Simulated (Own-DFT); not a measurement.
# Point defects and the pressure they add: monoclinic HfO2

Source: density functional calculations with Own-DFT, an unreviewed in-house program that is no longer used. Nothing was measured or relaxed, and spin and spin-orbit coupling are left out.

Settings: PBE; PseudoDojo norm-conserving scalar-relativistic files; cutoff 72 hartree; 2 x 2 x 2 k mesh centred on Gamma; Fermi-Dirac smearing of 0.1 eV.

Limits (not all hold for every row): not probed for a lower state with spin; hafnium file: forces about 75 meV/angstrom off all-electron values; oxygen file: force components 24 meV/angstrom off all-electron in a glass; forces on such cells passed a denser k mesh, each cell not checked; stress not checked against mesh or cutoff.

All runs share one cell, with vectors in Å (10.234, 0.000, 0.000); (0.000, 10.350, 0.000); (-1.696, 0.000, 10.445) and a volume of 1106.4 Å³. u is the rms random offset of the atoms per axis. The defect's site can differ from row to row.

| cell | formula | u (Å) | P (GPa) |
|---|---|---|---|
| no defect | Hf32O64 | 0.0194 | 3.98 |
| no defect | Hf32O64 | 0.0468 | 5.57 |
| no defect | Hf32O64 | 0.0497 | 5.56 |
| two Al on a Hf site each and one O vacancy | Al2Hf30O63 | 0.0308 | 2.21 |
| two Al on a Hf site each and one O vacancy | Al2Hf30O63 | 0.0492 | 3.01 |
| two Al on a Hf site each and one O vacancy | Al2Hf30O63 | 0.0517 | 3.91 |
| one Si on a Hf site | Hf31O64Si | 0.0280 | 3.01 |
| one Si on a Hf site | Hf31O64Si | 0.0315 | 2.98 |
| one Si on a Hf site | Hf31O64Si | 0.0467 | 4.30 |
| one O vacancy | Hf32O63 | 0.0273 | 3.87 |
| one O vacancy | Hf32O63 | 0.0283 | 3.85 |
| one O vacancy | Hf32O63 | 0.0496 | 5.69 |
| one O vacancy | Hf32O63 | 0.0512 | ? |
| two O vacancies | Hf32O62 | 0.0323 | 4.05 |
| two O vacancies | Hf32O62 | 0.0328 | 4.18 |
| two O vacancies | Hf32O62 | 0.0485 | 5.39 |

## Worked fit

P = P0 + c u² + a shift for each defect gives P0 = 3.49 GPa, c = 919 ± 74 GPa/Å² and a scatter of 0.22 GPa. The shifts, and each times the cell's volume:

- one O vacancy: -0.25 ± 0.18 GPa, -1.7 eV (not resolved)
- two O vacancies: -0.32 ± 0.18 GPa, -2.2 eV (-1.1 eV for each of its 2 sites) (not resolved)
- one Si on a Hf site: -1.28 ± 0.18 GPa, -8.8 eV
- two Al on a Hf site each and one O vacancy: -2.30 ± 0.18 GPa, -15.9 eV

Against the defect-free cell, a freed cell would be larger where the shift is positive and smaller where it is negative (160.2 GPa Å³ is 1 eV). The atoms around the defects weren't relaxed, which would change these numbers.

## Prediction

Question: what pressure belongs in the blank (one O vacancy, u = 0.0512 Å)?

From the fit: 5.66 ± 0.27 GPa. The run itself gave 4.83 GPa. This run lies off the fit, by chance or by something that the fit leaves out.
